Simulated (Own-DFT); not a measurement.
AlGa3N4 (wurtzite random alloy, strained, atoms displaced) (calculated)

A calculation, not a measurement: plane-wave PBE density functional theory by an unreviewed code, no spin, of a simulated periodic cell, stress positive in tension, free energy of the whole cell less one offset for each atom, forces on such cells passed a denser k mesh, this cell's mesh not checked; offsets are fitted by least squares, one for each functional and potential file, so energies compare only between cells with the same atoms and settings and are not formation energies; the far tail of each file's local potential was reset to the Coulomb form; each entry is a single point on an unrelaxed cell, so the pressure reflects the starting lattice, mostly measured values, from which strain is counted, and rises with the displacements; printed positions are rounded, which can move forces by about a meV/angstrom; the program is a retired in-house code; no spin-orbit coupling. Program: Own-DFT development build.

Common to all runs: functional PBE; potential files PseudoDojo norm-conserving, scalar-relativistic, standard set with the stringent files for Ga; wave cutoff 96 hartree; occupations Gaussian; smearing width 0.01 eV; k mesh 4 x 4 x 3 centred on Gamma.

(1) AlGa3N4 (wurtzite random alloy, strained, atoms displaced)

```
CELL_PARAMETERS angstrom
9.46170 0.00000 0.00000
-4.73090 8.19410 0.00000
0.00000 0.00000 10.26850
ATOMIC_POSITIONS crystal
Ga 0.10548 0.21923 0.00072
Ga 0.22265 0.10848 0.24377
N 0.11219 0.22488 0.20138
N 0.22768 0.11355 0.43169
Ga 0.11976 0.22569 0.49491
Ga 0.22801 0.10926 0.74739
N 0.11249 0.22893 0.69112
N 0.21812 0.10656 0.94953
Al 0.10997 0.55276 0.99924
Ga 0.22384 0.44825 0.25033
N 0.11238 0.54407 0.20391
N 0.21380 0.43170 0.44136
Al 0.09991 0.55612 0.50404
Al 0.22189 0.43201 0.74150
N 0.10819 0.55014 0.69300
N 0.22089 0.44462 0.94580
Ga 0.11366 0.89473 0.00935
Ga 0.21921 0.77151 0.24831
N 0.11148 0.88493 0.19347
N 0.21918 0.78184 0.44569
Ga 0.11539 0.88423 0.48924
Ga 0.22666 0.79205 0.75026
N 0.10842 0.89596 0.68630
N 0.22454 0.78371 0.94457
Ga 0.43651 0.22760 0.00258
Ga 0.56332 0.11031 0.25012
N 0.44214 0.22475 0.19040
N 0.55530 0.11018 0.43490
Ga 0.43481 0.21702 0.49705
Ga 0.54883 0.10609 0.74943
N 0.45284 0.22741 0.69110
N 0.55914 0.12264 0.93375
Al 0.44347 0.55497 0.99947
Al 0.55937 0.45292 0.24110
N 0.42788 0.54694 0.18567
N 0.54648 0.44691 0.43160
Ga 0.44244 0.55115 0.49614
Ga 0.54381 0.44127 0.75232
N 0.44497 0.55642 0.69241
N 0.55905 0.44199 0.93316
Ga 0.44566 0.88768 0.01073
Ga 0.54651 0.77431 0.25992
N 0.43284 0.87573 0.18007
N 0.55038 0.78110 0.44247
Ga 0.45165 0.89833 0.50083
Al 0.54883 0.76881 0.74889
N 0.44673 0.89466 0.68099
N 0.55643 0.77779 0.94038
Ga 0.78066 0.22236 0.99966
Al 0.89029 0.10301 0.25044
N 0.79033 0.23268 0.19292
N 0.88992 0.10433 0.43573
Al 0.77535 0.22674 0.49996
Ga 0.88437 0.10725 0.75167
N 0.78074 0.22297 0.68390
N 0.90011 0.12319 0.92890
Ga 0.77757 0.55621 0.00480
Ga 0.88824 0.43900 0.25007
N 0.78388 0.54870 0.18969
N 0.89012 0.44449 0.43924
Ga 0.78242 0.56503 0.50565
Ga 0.88291 0.44652 0.75157
N 0.77815 0.55469 0.68267
N 0.89027 0.44947 0.94026
Al 0.77388 0.89918 0.99718
Ga 0.89169 0.77020 0.24524
N 0.78246 0.89176 0.18726
N 0.88575 0.78056 0.43124
Ga 0.79201 0.89114 0.50629
Ga 0.88635 0.77793 0.75328
N 0.77462 0.88934 0.68402
N 0.88631 0.78165 0.95006
```

- free energy of cell above offsets: -8.165 eV
- pressure: 9.43 GPa
- stress xx: -9.01 GPa
- stress yy: -10.21 GPa
- stress zz: -9.06 GPa
- stress yz: -0.51 GPa
- stress xz: 0.14 GPa
- stress xy: 0.68 GPa

Force:
```csv
element,x (eV/Å),y (eV/Å),z (eV/Å)
Ga,1.099,1.161,1.315
Ga,-0.404,0.597,0.759
N,-0.698,-1.395,-1.808
N,-0.868,-1.38,0.484
Ga,-1.082,-2.404,0.913
Ga,-1.308,0.985,0.88
N,0.957,-2.393,-0.724
N,-0.331,1.019,-1.792
Al,0.081,0.599,0.21
Ga,0.592,-2.397,1.809
N,-2.636,2.177,-3.129
N,-0.902,3.963,-0.038
Al,1.929,-0.22,0.256
Al,-1.496,3.032,1.764
N,0.672,0.832,-0.675
N,0.566,0.478,-1.408
Ga,-0.071,-1.548,-0.843
Ga,-0.15,-0.379,1.075
N,0.206,0.035,0.006
N,2.911,-2.501,-1.388
Ga,-3.053,2.058,1.36
Ga,0.14,-1.858,0.293
N,0.249,-0.958,-0.402
N,-0.036,-1.204,-0.338
Ga,1.66,-0.513,0.037
Ga,-1.011,0.161,-0.815
N,1.484,0.812,-0.11
N,0.427,1.368,0.455
Ga,1.591,1.503,0.101
Ga,1.593,1.13,0.148
N,-1.113,-0.775,-1.175
N,0.118,-1.253,1.49
Al,-0.219,-0.042,-0.164
Al,-0.459,-1.047,1.196
N,3.75,1.715,-0.886
N,2.258,-0.422,-0.563
Ga,-1.369,0.78,0.616
Ga,1.85,0.686,-0.71
N,-1.157,-0.112,-0.496
N,-1.577,1.243,1.79
Ga,-0.272,0.883,-4.371
Ga,1.152,0,-1.409
N,0.874,1.493,4.222
N,1.211,-0.648,0.215
Ga,-0.76,-1.039,-0.53
Al,-0.197,1.639,0.141
N,0.72,-1.484,1.991
N,0.34,-0.261,-1.001
Ga,-0.715,0.723,-0.062
Al,-0.128,1.071,0.771
N,0.364,-3.833,-1.126
N,-1.179,1.281,0.099
Al,1.227,-0.719,-0.235
Ga,0.187,0.928,-2.126
N,-0.863,-0.164,-0.114
N,-1.573,-2.276,2.179
Ga,0.176,0.092,-0.875
Ga,0.617,1.373,1.418
N,-2.195,0.201,0.078
N,-0.681,-0.197,0.548
Ga,-0.574,-1.223,-2.359
Ga,1.203,-0.649,0.002
N,-1.193,0.579,2.081
N,0.741,0.065,0.408
Al,1.178,-0.677,0.585
Ga,-1.38,0.649,0.171
N,-0.936,-0.411,-0.825
N,1.446,-0.708,0.433
Ga,-1.941,0.416,-1.642
Ga,0.091,-0.025,0.545
N,-0.546,-1.137,2.306
N,-0.586,0.523,-1.02
```

(2) AlGa3N4 (wurtzite random alloy, strained, atoms displaced)

```
CELL_PARAMETERS angstrom
9.46170 0.00000 0.00000
-4.73090 8.19410 0.00000
0.00000 0.00000 10.26850
ATOMIC_POSITIONS crystal
Al 0.11697 0.22101 0.00238
Ga 0.22347 0.10329 0.25019
N 0.12255 0.23425 0.19101
N 0.22128 0.11606 0.43772
Ga 0.10089 0.21506 0.49922
Ga 0.22468 0.10959 0.74789
N 0.10541 0.22871 0.69387
N 0.21793 0.10829 0.94659
Ga 0.11664 0.55823 0.99432
Ga 0.22892 0.45656 0.24441
N 0.10047 0.55021 0.19319
N 0.21964 0.44360 0.43464
Ga 0.11671 0.55473 0.49686
Ga 0.22840 0.44266 0.74574
N 0.10825 0.54372 0.68923
N 0.22171 0.43928 0.93870
Ga 0.10515 0.88492 0.99645
Ga 0.21911 0.77934 0.23992
N 0.10991 0.88980 0.18163
N 0.22158 0.78699 0.44569
Ga 0.12345 0.89283 0.49683
Al 0.22430 0.78022 0.74604
N 0.10266 0.88348 0.68340
N 0.21953 0.76561 0.93726
Ga 0.46082 0.22222 0.99217
Ga 0.54587 0.10349 0.24751
N 0.45416 0.23183 0.18773
N 0.55682 0.11075 0.44475
Al 0.43956 0.22210 0.50285
Ga 0.55186 0.10171 0.75231
N 0.45179 0.23001 0.69157
N 0.54957 0.12328 0.93787
Ga 0.43877 0.55553 0.99826
Al 0.55844 0.44365 0.24965
N 0.45267 0.56289 0.19419
N 0.55514 0.45389 0.44390
Ga 0.44902 0.55605 0.50288
Al 0.55093 0.44051 0.74240
N 0.43836 0.55990 0.69783
N 0.56029 0.44827 0.94061
Al 0.44494 0.88980 0.00295
Ga 0.56494 0.78871 0.25191
N 0.45064 0.88775 0.19173
N 0.54624 0.76526 0.43377
Ga 0.44572 0.88584 0.49984
Ga 0.54772 0.77325 0.74901
N 0.44687 0.89108 0.68855
N 0.54630 0.78175 0.94244
Ga 0.76928 0.22279 0.00267
Ga 0.87967 0.10676 0.25090
N 0.76501 0.21248 0.19787
N 0.90049 0.12524 0.43942
Al 0.76589 0.21337 0.50318
Ga 0.87702 0.10863 0.74719
N 0.78216 0.21989 0.68585
N 0.88591 0.10135 0.94171
Al 0.76730 0.54714 0.01139
Ga 0.88566 0.44738 0.25160
N 0.77141 0.55751 0.18387
N 0.89239 0.44664 0.43341
Al 0.78140 0.54561 0.49718
Ga 0.88766 0.44293 0.75202
N 0.77044 0.54892 0.68823
N 0.88997 0.45283 0.93879
Ga 0.76482 0.89232 0.99634
Ga 0.89038 0.77570 0.24754
N 0.77100 0.88397 0.18587
N 0.87311 0.76798 0.43726
Ga 0.78641 0.88183 0.49681
Ga 0.88784 0.77351 0.75344
N 0.78403 0.89456 0.69562
N 0.89080 0.76775 0.93645
```

* free energy of cell above offsets: -7.408 eV
* pressure: 9.78 GPa
* stress xx: -11.75 GPa
* stress yy: -11.03 GPa
* stress zz: -6.55 GPa
* stress yz: -1.17 GPa
* stress xz: 1.04 GPa
* stress xy: 1.33 GPa

Force:
```csv
element,x (eV/Å),y (eV/Å),z (eV/Å)
Al,-1.161,0.029,0.382
Ga,-0.78,2.296,-0.647
N,-0.613,-1.847,-1.014
N,1.358,-0.326,0.531
Ga,2.028,2.489,1.144
Ga,-1.413,0.159,0.781
N,1.44,-2.012,-0.965
N,1.085,0.495,-1.271
Ga,-0.591,-2.314,1.097
Ga,0.423,-0.834,0.999
N,0.735,1.361,-1.402
N,1.096,0.065,0.604
Ga,-0.698,0.046,0.56
Ga,-2.187,-0.45,1.432
N,-0.494,2.49,-0.107
N,-0.361,-0.677,0.091
Ga,0.521,-0.038,-0.606
Ga,0.664,-0.679,1.343
N,0.12,-0.369,0.897
N,2.555,-2.003,-2.216
Ga,-3.579,0.613,0.8
Al,-0.491,-1.383,0.138
N,1.905,0.439,0.839
N,0.624,3.704,-1.007
Ga,-7.85,3.67,3.082
Ga,-0.238,1.105,1.441
N,-0.374,-0.9,0.156
N,-1.433,0.34,-0.335
Al,0.568,0.627,-0.472
Ga,0.264,2,-0.644
N,-0.479,-1.37,-1.177
N,6.359,-5.768,-1.763
Ga,1.138,-0.176,1.023
Al,-1.367,0.787,0.697
N,0.44,-0.461,-0.902
N,2.78,-2.653,-1.093
Ga,-2.105,-0.442,0.137
Al,0.316,1.777,1.741
N,3.106,-0.843,-1.607
N,-0.484,-0.023,-1.365
Al,-1.192,0.074,-0.171
Ga,-0.282,-2.296,0.176
N,-1.978,-0.173,-1.798
N,0.396,2.357,1.416
Ga,0.178,0.03,-0.328
Ga,1.258,1.509,0.835
N,-1.22,-1.148,0.112
N,-0.086,-0.225,-0.814
Ga,1.951,0.517,0.179
Ga,1.807,0.902,-0.248
N,0.413,1.387,-1.427
N,-3.735,-2.872,-0.487
Al,1.842,1.417,-0.664
Ga,2.343,0.412,1.593
N,-2.618,0.489,-0.463
N,-0.292,2.934,-0.262
Al,0.887,1.415,-3.147
Ga,-0.343,-1.154,-0.572
N,0.405,-0.721,1.685
N,-0.76,-1.155,1.696
Al,-1.415,0.973,0.822
Ga,-0.104,0.114,-0.204
N,-0.073,0.007,-1.202
N,-0.51,-1.153,1.045
Ga,2.127,-1.713,0.506
Ga,-1.008,0.328,0.183
N,1.748,1.145,-0.07
N,3.733,-1.174,-0.801
Ga,-3.112,1.882,1.483
Ga,-0.519,-0.423,-0.316
N,-0.809,-2.07,-1.392
N,-1.86,-0.539,1.311
```
